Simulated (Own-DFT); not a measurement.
Simulation results for Hf₃₂O₆₃ (monoclinic hafnia with one neutral oxygen vacancy, atoms displaced), Hf₃₁SiO₆₄ (monoclinic hafnia with substituted atoms, atoms displaced)

A calculation, not a measurement: plane-wave PBE and HSE06 DFT by an unreviewed code, no spin, of a simulated cell at Gamma alone, so results move with cell size and shape, stress positive in tension, energies less offsets, not probed for a lower state with spin; hafnium file: forces about 75 meV/angstrom off all-electron values; oxygen file: force components 24 meV/angstrom off all-electron in a glass; k mesh not checked against a denser one; forces and stress are PBE's, HSE06 gives the energy alone, and its difference from PBE has offsets of its own; offsets are fitted by least squares, one for each functional and potential file, so energies compare only between cells with the same atoms and settings and are not formation energies; the far tail of each file's local potential was reset to the Coulomb form; each entry is a single point on an unrelaxed cell, so the pressure reflects the starting lattice, mostly measured values, from which strain is counted, and rises with the displacements; printed positions are rounded, which can move forces by about a meV/angstrom; the program is a retired in-house code; no spin-orbit coupling. Program: Own-DFT development build.

Common to all runs: first functional PBE; second functional HSE06; exact exchange share 0.25; screening 0.11 1/bohr; exchange divergence Gygi-Baldereschi; potential files PseudoDojo norm-conserving, scalar-relativistic, made for PBE, standard set; wave cutoff 48 hartree; occupations fixed; k mesh 1 x 1 x 1 centred on Gamma.

(1) Hf₃₂O₆₃ (monoclinic hafnia with one neutral oxygen vacancy, atoms displaced)

```xyz
95
Lattice="10.2340 0.0000 0.0000 0.0000 10.3500 0.0000 -1.6955 0.0000 10.4453" Properties=species:S:1:pos:R:3 Hf32O63
Hf     1.1886     0.1850     1.0805
Hf     3.5045     2.8168     1.5624
Hf     3.0691     4.9327     4.1675
Hf     0.8184     2.3840     3.6417
O      0.0504     1.6714     1.8246
O      4.5585     4.2434     0.7709
O      4.2183     3.3196     3.4292
O     -0.3897     0.8707     4.4452
O      1.8728     3.9337     2.4314
O      2.4389     1.2359     2.7081
O      1.3937     3.7655     5.1053
Hf     0.3988     0.2938     6.2532
Hf     2.6359     2.8076     6.7068
Hf     2.1541     5.0473     9.3869
Hf    -0.0466     2.4302     8.9367
O     -0.8265     1.8123     7.0351
O      3.7811     4.2738     5.9873
O      3.3222     3.4130     8.6516
O     -1.2419     0.9200     9.6114
O      1.0574     3.9571     7.7282
O      1.8806     1.3883     5.2827
O      1.5216     1.3119     7.9827
O      0.6720     3.8576    10.3553
Hf     1.2411     5.3400     1.1460
Hf     3.4103     7.9773     1.5492
Hf     2.9629    10.1262     4.1241
Hf     0.8889     7.4711     3.7144
O      0.0156     6.9501     1.7852
O      4.6772     9.5779     0.7517
O      4.2320     8.6267     3.4207
O     -0.3235     6.0425     4.4364
O      1.8533     9.0965     2.4677
O      2.8261     6.4889     0.0907
O      2.4326     6.4402     2.7103
O      1.5200     9.0381     5.0135
Hf     0.3455     5.2659     6.2923
Hf     2.5999     7.9622     6.7812
Hf     2.1610    10.2106     9.3874
Hf    -0.0306     7.5598     8.9610
O     -0.8035     6.8451     7.0362
O      3.7192     9.5007     6.0487
O      3.3634     8.6637     8.6323
O     -1.1684     6.1297     9.7108
O      0.9851     9.0459     7.7759
O      1.9048     6.5680     5.3098
O      1.5312     6.4114     7.9894
O      0.6074     8.9940    10.3182
Hf     6.3533     0.1791     1.0769
Hf     8.5012     2.7645     1.5451
Hf     8.1216     4.9078     4.1584
Hf     5.8684     2.4026     3.6603
O      5.0885     1.7365     1.7816
O      9.7748     4.3316     0.7395
O      9.3065     3.4421     3.3120
O      4.8233     0.8084     4.3723
O      6.9513     3.9601     2.5571
O      7.9112     1.3046     0.2004
O      7.5264     1.2233     2.6889
O      6.6863     3.7921     5.0420
Hf     5.4517     0.1584     6.3072
Hf     7.7842     2.8706     6.7314
Hf     7.2909     4.9521     9.3573
Hf     5.1202     2.3719     8.9484
O      4.3478     1.7007     7.0398
O      8.8300     4.3047     6.0174
O      8.4504     3.4953     8.6992
O      3.8578     0.8753     9.6428
O      6.1233     3.9760     7.7664
O      7.1047     1.3241     5.3448
O      6.6678     1.1940     7.9549
O      5.7145     3.9195    10.3816
Hf     6.4110     5.3665     1.1377
Hf     8.6009     8.0448     1.5642
Hf     8.0653    10.1157     4.2215
Hf     5.9233     7.5294     3.9025
O      5.2006     6.8572     1.8545
O      9.7320     9.5489     0.7259
O      9.2868     8.6114     3.4231
O      4.8322     6.0748     4.4111
O      6.9448     9.0170     2.5438
O      8.0047     6.4761     0.1091
O      7.5006     6.4627     2.7275
O      6.5902     8.9826     5.1207
Hf     5.4753     5.2949     6.3150
Hf     7.7621     8.0017     6.8366
Hf     7.3012    10.1757     9.3837
Hf     5.0804     7.6025     8.9134
O      4.2666     6.8426     7.0314
O      8.9196     9.4233     6.0975
O      8.4919     8.7149     8.6493
O      3.8477     6.0571     9.6578
O      6.1728     9.0785     7.6970
O      7.0797     6.5200     5.3173
O      6.6871     6.4805     7.9525
O      5.7149     9.0459    10.2788
```

It finds PBE energy of cell above offsets -90.939 eV; HSE06 less PBE above offsets 0.109 eV; PBE pressure 5.12 GPa; PBE stress xx -4.92 GPa; PBE stress yy -4.99 GPa; PBE stress zz -5.45 GPa; PBE stress yz 1.17 GPa; PBE stress xz 0.11 GPa; PBE stress xy -1.2 GPa.

Force:
```csv
element,x (eV/Å),y (eV/Å),z (eV/Å)
Hf,0.988,1.007,-0.442
Hf,-1.927,-0.569,-2.34
Hf,-0.267,0.879,-1.13
Hf,-0.737,-1.164,-0.566
O,-0.313,0.485,-0.143
O,2.121,1.341,0.866
O,-2.416,2.823,1.34
O,0.01,0.337,-0.208
O,0.47,-0.679,2.348
O,-0.876,0.163,0.06
O,0.932,1.402,-0.127
Hf,-1.226,-1.329,1.366
Hf,-0.54,-0.959,2.468
Hf,0.773,-1.415,-0.208
Hf,0.373,-0.32,0.861
O,1.224,-0.914,-0.462
O,0.071,0.265,-0.479
O,0.69,0.057,-0.574
O,0.725,0.388,0.259
O,-0.18,-0.633,-0.535
O,1.122,-0.416,0.339
O,-0.146,-0.231,-0.549
O,-1.22,-0.778,-0.332
Hf,-0.978,1.739,-2.283
Hf,2.402,-0.044,-0.559
Hf,2,-0.066,-0.978
Hf,-2.294,1.559,-0.67
O,1.695,-1.05,0.572
O,-1.893,-1.724,0.829
O,-1.246,0.523,0.276
O,-0.776,-1.091,-0.292
O,0.327,-0.298,0.253
O,-0.121,0.6,1.194
O,-0.107,-0.631,0.594
O,-1.144,-0.199,1.209
Hf,0.278,2.971,0.866
Hf,-0.867,0.363,0.542
Hf,-0.344,-0.997,-0.554
Hf,-0.089,-0.298,-0.751
O,0.385,-0.567,0.123
O,0.258,0.106,-0.045
O,-0.046,0,-0.093
O,-1.08,-1.148,-0.308
O,0.75,1.182,-1.393
O,1.129,-1.655,0.427
O,-0.117,0.643,-1.118
O,0.35,0.69,1.034
Hf,-0.08,-0.171,0.948
Hf,1.266,0.575,-0.335
Hf,0.821,2.486,-2.077
Hf,2.27,-2.758,0.438
O,2.349,-1.194,0.054
O,-0.473,-1.109,1.065
O,0.27,0.494,1.217
O,-0.605,-0.112,0.427
O,0.189,-0.821,-0.382
O,-0.107,0.683,-1.399
O,-0.695,0.319,0.449
O,-1.883,0.196,1.326
Hf,0.799,0.859,0.024
Hf,-2.031,-2.695,1.074
Hf,0.471,2.313,0.916
Hf,-1.518,-0.169,-0.208
O,-0.26,0.42,-0.263
O,1.415,0.978,-0.133
O,0.259,-0.523,-1.051
O,1.316,1.088,-0.266
O,0.068,-0.824,-0.578
O,-0.302,0.159,0.349
O,-0.689,1.241,0.035
O,0.094,-1.667,-0.482
Hf,-1.384,2.312,-0.656
Hf,-0.84,-1.08,0.014
Hf,1.123,-0.129,-1.263
Hf,1.452,1.347,-4.865
O,-0.873,0.204,-0.248
O,-0.3,-0.886,1.2
O,0.603,0.458,0.585
O,-3.169,-3.498,1.04
O,0.228,1.288,-0.415
O,-1.024,0.664,0.31
O,0.254,-0.983,0.628
O,-0.257,0.877,1.427
Hf,1.248,2.731,0.74
Hf,0.118,-1.083,-0.538
Hf,0.163,-0.461,-1.243
Hf,-0.158,-1.305,0.507
O,0.852,-0.61,-0.353
O,0.784,1.458,-0.99
O,0.123,-0.48,0.12
O,1.396,0.635,0.133
O,-0.755,0.098,0.191
O,0.176,-1.069,1.218
O,-0.654,-0.673,-0.126
O,-0.172,0.073,0.741
```

(2) Hf₃₂O₆₃ (monoclinic hafnia with one neutral oxygen vacancy, atoms displaced)

```xyz
95
Lattice="10.2340 0.0000 0.0000 0.0000 10.3500 0.0000 -1.6955 0.0000 10.4453" Properties=species:S:1:pos:R:3 Hf32O63
Hf     1.2035     0.1758     1.1159
Hf     3.4860     2.9063     1.5754
Hf     3.1426     4.9962     4.0084
Hf     0.7891     2.3493     3.7201
O     -0.0952     1.7492     1.7044
O      4.6907     4.4056     0.7245
O      4.1304     3.4415     3.3888
O     -0.2895     1.1181     4.3078
O      1.9355     3.9787     2.4730
O      2.8147     1.2832     0.1047
O      2.3532     1.2565     2.5978
O      1.4764     3.8278     5.1026
Hf     0.4611     0.2876     6.2925
Hf     2.5612     2.8599     6.7309
Hf     2.2396     4.8945     9.3567
Hf     0.1627     2.3129     9.0814
O     -0.7429     1.7716     7.0669
O      3.6258     4.1656     5.9915
O      3.5095     3.5372     8.6421
O     -1.3433     0.8455     9.6494
O      0.9845     4.0087     7.7788
O      1.9353     1.4028     5.3397
O      1.5823     1.2741     7.8056
O      0.5266     3.7867    10.3716
Hf     1.2221     5.3885     1.2522
Hf     3.5488     7.9855     1.6608
Hf     3.0530    10.1278     4.0595
Hf     0.8980     7.5579     3.7298
O     -0.0758     6.8970     1.8075
O      4.5906     9.4440     0.9250
O      4.1993     8.6039     3.3629
O     -0.2773     5.9504     4.3786
O      1.7347     9.0457     2.3697
O      2.7254     6.6549     0.2292
O      2.4619     6.3965     2.6945
O      1.4789     9.0390     5.1182
Hf     0.3629     5.3266     6.2502
Hf     2.6430     8.0963     6.6881
Hf     2.2203    10.0837     9.2862
Hf     0.0281     7.6790     8.9103
O     -0.7849     6.8930     6.8675
O      3.7149     9.5176     6.0701
O      3.2854     8.7051     8.6324
O     -1.1040     5.9575     9.5753
O      1.0158     9.0450     7.6849
O      1.9648     6.3901     5.2039
O      1.5847     6.4811     7.9923
O      0.6416     8.9354    10.3362
Hf     6.3507     0.0797     1.1460
Hf     8.6545     2.7710     1.5239
Hf     8.1084     4.9514     4.1385
Hf     6.1267     2.3908     3.7677
O      5.2955     1.6666     1.9270
O      9.7575     4.2338     0.6377
O      9.3488     3.4937     3.4729
O      4.8134     0.8530     4.4949
O      6.9854     3.8206     2.4013
O      7.8863     1.3544     0.1259
O      7.5152     1.2401     2.7048
O      6.6128     4.0099     5.1485
Hf     5.4479     0.3497     6.3045
Hf     7.7115     2.8192     6.8974
Hf     7.2807     4.9444     9.2645
Hf     5.0991     2.2816     8.8309
O      4.4150     1.7284     6.8759
O      8.9000     4.2154     6.0092
O      8.6182     3.4394     8.6182
O      3.8603     0.8831     9.5123
O      6.2959     3.8861     7.7742
O      7.1691     1.4957     5.3170
O      6.5360     1.2943     7.8718
O      5.6144     3.7882    10.3098
Hf     6.3818     5.3965     1.1014
Hf     8.4317     7.9551     1.3482
Hf     8.1365    10.1694     4.1898
Hf     5.8836     7.7170     3.6741
O      5.2987     6.8175     1.8890
O      9.2198     8.6760     3.5058
O      4.8002     6.0074     4.5262
O      6.9682     9.2487     2.5010
O      7.9295     6.4691     0.1413
O      7.5885     6.4352     2.6909
O      6.6308     9.0912     5.1421
Hf     5.4914     5.4244     6.2926
Hf     7.6683     8.0047     6.6767
Hf     7.4635    10.0672     9.4267
Hf     5.0973     7.6454     8.9340
O      4.2430     6.8159     7.0342
O      9.0315     9.5401     6.0596
O      8.3439     8.6211     8.7188
O      3.7792     6.0079     9.6273
O      6.1813     9.0085     7.6854
O      7.0487     6.4208     5.3750
O      6.6561     6.3661     8.0085
O      5.7837     9.0238    10.2165
```

The calculation gives: PBE energy of cell above offsets -81.432 eV; HSE06 less PBE above offsets 0.690 eV; PBE pressure 8.06 GPa; PBE stress xx -7.2 GPa; PBE stress yy -9.11 GPa; PBE stress zz -7.88 GPa; PBE stress yz -0.76 GPa; PBE stress xz 0.1 GPa; PBE stress xy 0.11 GPa.

Force:
```csv
element,x (eV/Å),y (eV/Å),z (eV/Å)
Hf,-0.258,0.887,-1.563
Hf,1.226,-1.528,-1.311
Hf,-2.153,-0.758,3.159
Hf,3.557,5.503,-1.918
O,5.32,-3.62,0.957
O,-1.876,-2.198,2.254
O,2.194,-0.964,0.251
O,-4.789,-6.482,2.986
O,-0.017,-0.812,0.446
O,0.229,-0.488,0.48
O,0.12,-0.766,1.381
O,-0.664,-0.217,-0.548
Hf,-1.689,0.984,0.719
Hf,-1.162,-0.619,0.613
Hf,-2.066,1.64,-1.171
Hf,-3.704,1.356,-3.527
O,0.897,-1.536,-0.118
O,4.143,3.439,-1.107
O,-1.39,-0.713,-1.263
O,4.065,1.811,1.077
O,1.247,-1.676,0.1
O,1.363,-1.296,-1.339
O,0.324,-1.273,2.405
O,1.645,0.495,1.124
Hf,-1.944,1.596,-5.033
Hf,-3.176,-2.875,-5.915
Hf,-0.58,2.771,1.392
Hf,-3.31,-1.663,-0.319
O,0.906,0.243,0.261
O,0.985,0.977,-1.284
O,-0.504,1.594,3.145
O,-0.623,0.895,-0.933
O,1.394,-0.36,1.978
O,0.472,-1.538,0.158
O,-0.435,1.447,0.661
O,0.538,0.109,-1.363
Hf,-0.143,0.73,0.949
Hf,-1.905,-4.852,1.474
Hf,-1.717,2.467,1.545
Hf,-1.369,-4.882,0.188
O,-0.675,1.06,0.76
O,1.647,1.642,-1.409
O,2.693,-2.229,-0.671
O,-0.382,0.999,0.044
O,0.277,1.773,-0.364
O,0.646,2.222,0.824
O,-0.376,0.367,-0.335
O,0.139,2.858,0.365
Hf,-0.235,5.966,-2.547
Hf,-4.146,2.72,-2.056
Hf,1.948,0.503,-0.223
Hf,-1.635,0.424,-1.725
O,-1.634,0.041,-0.721
O,0.227,0.428,1.759
O,-0.486,0.033,-1.036
O,-1.011,-0.165,-2.089
O,-0.302,1.143,1.898
O,-0.426,-1.194,-0.227
O,0.662,-0.338,1.305
O,-1.415,-2.002,-0.675
Hf,2.721,-3.21,0.329
Hf,3.029,-0.21,-1.142
Hf,2.758,-1.47,2.41
Hf,-0.016,1.881,3.231
O,-3.341,2.923,1.288
O,0.307,0.849,-0.35
O,-0.683,0.042,0.75
O,-0.505,-1.15,0.788
O,-2.196,0.892,-0.61
O,-0.441,-1.278,0.006
O,1.942,-1.719,0.182
O,0.913,0.827,-0.485
Hf,1.437,-2.566,-1.493
Hf,3.232,-0.398,3.303
Hf,1.925,0.751,-0.474
Hf,3.446,-3.756,1.362
O,-2.01,2.384,0.659
O,0.949,-0.368,-0.643
O,-0.159,1.819,-2.206
O,0.097,-3.511,1.477
O,-0.738,0.481,-1.301
O,-0.993,0.61,0.65
O,-0.531,-0.613,-0.906
Hf,-0.315,-1.461,1.982
Hf,2.519,-1.081,0.872
Hf,-4.464,2.04,-0.451
Hf,-0.948,-2.99,-1.943
O,0.298,1.231,0.261
O,-1.65,-0.334,-0.403
O,2.825,-2.964,-1.501
O,3.269,3.135,0.244
O,-1.508,0.58,-0.244
O,0.281,2.523,-0.096
O,-1.115,2.07,-1.447
O,-1.009,-0.047,2.028
```

(3) Hf₃₁SiO₆₄ (monoclinic hafnia with substituted atoms, atoms displaced)

```xyz
96
Lattice="10.2340 0.0000 0.0000 0.0000 10.3500 0.0000 -1.6955 0.0000 10.4453" Properties=species:S:1:pos:R:3 Hf31SiO64
Hf     1.1976     0.2064     1.0918
Si     3.4172     2.8232     1.5114
Hf     3.0466     4.9563     4.1380
Hf     0.8201     2.4118     3.6539
O      0.0739     1.6971     1.7952
O      4.6378     4.3428     0.7588
O      4.2163     3.4141     3.4008
O     -0.3143     0.8525     4.3690
O      1.8940     3.8948     2.5293
O      2.8814     1.3081     0.1647
O      2.3908     1.2153     2.7127
O      1.4151     3.8152     5.1075
Hf     0.4133     0.1850     6.3239
Hf     2.6224     2.7898     6.7826
Hf     2.1989     4.9746     9.3421
Hf    -0.0161     2.3662     8.9441
O     -0.7688     1.7164     7.0743
O      3.7552     4.2909     6.0523
O      3.3725     3.5038     8.5896
O     -1.2030     0.8499     9.6828
O      1.0457     3.9319     7.7425
O      1.9331     1.3349     5.3936
O      1.5056     1.2202     7.9576
O      0.5622     3.8310    10.3277
Hf     1.2249     5.3348     1.0570
Hf     3.4806     7.9932     1.4982
Hf     3.0422    10.1208     4.1568
Hf     0.7674     7.6011     3.7220
O      0.0925     6.9053     1.7660
O      4.5627     9.5163     0.7749
O      4.1651     8.6229     3.4189
O     -0.2893     6.0329     4.4377
O      1.7997     9.0886     2.5133
O      2.7903     6.5558     0.1011
O      2.3890     6.3972     2.7316
O      1.4761     9.0328     5.1445
Hf     0.3660     5.4098     6.3245
Hf     2.5940     7.9402     6.7638
Hf     2.2263    10.1303     9.3713
Hf    -0.0555     7.5528     8.9093
O     -0.7819     6.8819     7.0179
O      3.7330     9.5241     6.0210
O      3.3137     8.6111     8.6390
O     -1.1734     6.0542     9.6512
O      1.0080     9.0930     7.7114
O      1.9967     6.4508     5.3371
O      1.5016     6.3717     7.9432
O      0.6477     8.9984    10.3423
Hf     6.3516     0.1733     1.0412
Hf     8.5300     2.7757     1.5304
Hf     8.1127     5.0012     4.1000
Hf     5.9413     2.3788     3.6910
O      5.1925     1.7001     1.8095
O      9.7355     4.3064     0.8152
O      9.2909     3.4893     3.3914
O      4.7848     0.8915     4.4376
O      6.9832     3.9463     2.4868
O      7.9068     1.3063     0.1375
O      7.4797     1.2304     2.6639
O      6.5638     3.8417     5.1148
Hf     5.5314     0.1794     6.3234
Hf     7.7348     2.7517     6.7338
Hf     7.3238     4.9612     9.3518
Hf     5.1160     2.4043     8.9027
O      4.3482     1.7465     7.0110
O      8.9009     4.3066     6.0305
O      8.4665     3.4348     8.6237
O      3.9959     0.8342     9.6638
O      6.1664     3.8435     7.7453
O      7.0420     1.3290     5.3089
O      6.5962     1.2765     7.9577
O      5.7568     3.7819    10.3328
Hf     6.3712     5.4016     1.0706
Hf     8.5141     8.0062     1.5663
Hf     8.1149    10.1340     4.1569
Hf     5.9497     7.5818     3.6989
O      5.2095     6.8941     1.7555
O      9.7104     9.4582     0.7730
O      9.3128     8.5681     3.3729
O      4.7845     5.9987     4.4390
O      7.0257     9.1368     2.4883
O      7.9549     6.5058     0.0930
O      7.5298     6.4065     2.6790
O      6.5531     8.9691     5.1484
Hf     5.5026     5.3557     6.3386
Hf     7.7486     7.9729     6.7814
Hf     7.3315    10.1379     9.3647
Hf     5.0651     7.5426     8.8996
O      4.3831     6.8839     7.0084
O      8.9109     9.4710     6.0361
O      8.4263     8.6177     8.6786
O      3.9130     6.0504     9.6456
O      6.0913     9.1245     7.7465
O      7.0861     6.5293     5.3182
O      6.6086     6.4222     7.9310
O      5.7593     8.9759    10.3393
```

It finds PBE energy of cell above offsets -90.476 eV; HSE06 less PBE above offsets 0.149 eV; PBE pressure 2.57 GPa; PBE stress xx -2.03 GPa; PBE stress yy -2.33 GPa; PBE stress zz -3.34 GPa; PBE stress yz 0.03 GPa; PBE stress xz -0.22 GPa; PBE stress xy 0.38 GPa.

Force:
```csv
element,x (eV/Å),y (eV/Å),z (eV/Å)
Hf,0.822,-0.25,0.632
Si,2.059,-0.576,1.317
Hf,-0.38,-0.099,-0.084
Hf,-0.039,-0.703,0.965
O,-0.737,0.633,-0.082
O,-1.926,-2.195,1.131
O,-0.995,0.04,-1.492
O,-1.133,-0.644,0.251
O,1.293,-0.886,-1.638
O,-0.253,2.12,0.771
O,0.369,1.105,-0.431
O,0.44,0.308,-0.019
Hf,0.117,1.145,-0.343
Hf,-0.592,0.039,-0.898
Hf,-0.428,-0.494,0.318
Hf,-0.208,-0.055,-0.336
O,-0.338,-0.401,-0.529
O,0.52,0.427,-0.227
O,0.401,-0.284,0.686
O,0.299,0.348,-0.613
O,-0.219,-0.407,0.168
O,0.255,-0.225,-0.552
O,0.333,0.173,0.458
O,1.003,-0.346,0.812
Hf,0.175,1.6,1.149
Hf,-1.363,-0.756,0.443
Hf,-0.201,1.141,-0.345
Hf,1.449,-1.454,-1.113
O,-0.434,0.059,0.276
O,1.113,-0.253,0.719
O,0.921,-0.441,-0.051
O,-1.218,-0.121,-0.37
O,0.687,-0.037,-0.065
O,0.298,-0.561,-0.164
O,0.043,0.158,-0.056
O,-0.313,-0.627,-0.098
Hf,0.673,-1.534,-0.703
Hf,0.282,0.179,-0.66
Hf,-0.529,0.572,-0.324
Hf,0.753,0.084,0.957
O,-0.718,0.832,0.329
O,0.507,-0.59,0.757
O,0.491,-0.472,-0.122
O,-0.751,-0.56,-0.628
O,0.15,-0.556,0.222
O,-0.009,0.909,0.634
O,0.241,1.162,-0.146
O,-0.483,0.364,-0.455
Hf,-0.346,1.35,0.393
Hf,0.517,0.148,-0.22
Hf,0.999,-0.746,0.9
Hf,-0.769,-0.189,-0.547
O,-1.642,1.179,-0.562
O,-0.197,-0.195,-0.251
O,0.213,-0.29,0.063
O,-0.489,-0.72,-0.062
O,0.063,-0.135,0.079
O,0.643,0.013,-0.365
O,0.22,0.052,0.918
O,0.265,0.094,-0.063
Hf,-1.481,1.11,-0.075
Hf,0.525,0.942,0.139
Hf,0.042,-0.272,0.355
Hf,-0.829,-0.639,0.432
O,0.109,-0.517,0.054
O,-0.538,-0.176,-0.04
O,0.216,0.091,0.36
O,-1.01,-0.088,-1.049
O,0.059,1.125,-0.493
O,0.895,-0.51,0.225
O,1.055,-0.647,-0.282
O,0.028,0.847,0.107
Hf,0.077,-0.451,-0.095
Hf,1.811,-1.304,-1.778
Hf,1.302,0.656,-0.374
Hf,-1.127,-1.252,0.008
O,-0.028,0.715,0.581
O,0.369,0.294,0.446
O,-1.141,1.355,1.188
O,0.468,0.687,-0.483
O,-0.644,-0.689,1.033
O,-0.322,-0.216,-0.031
O,-0.486,0.679,0.428
O,0.338,0.593,-0.272
Hf,-0.008,-0.353,-0.695
Hf,-0.61,-0.226,-0.349
Hf,-1.077,0.338,0.464
Hf,0.398,0.047,0.546
O,-1.086,0.678,0.098
O,-0.584,-0.132,-0.222
O,0.472,-0.495,-0.612
O,-0.001,0.026,-0.371
O,0.682,-0.483,-0.092
O,0.142,-0.069,0.07
O,0.712,-0.249,0.128
O,-0.63,0.148,-0.083
```
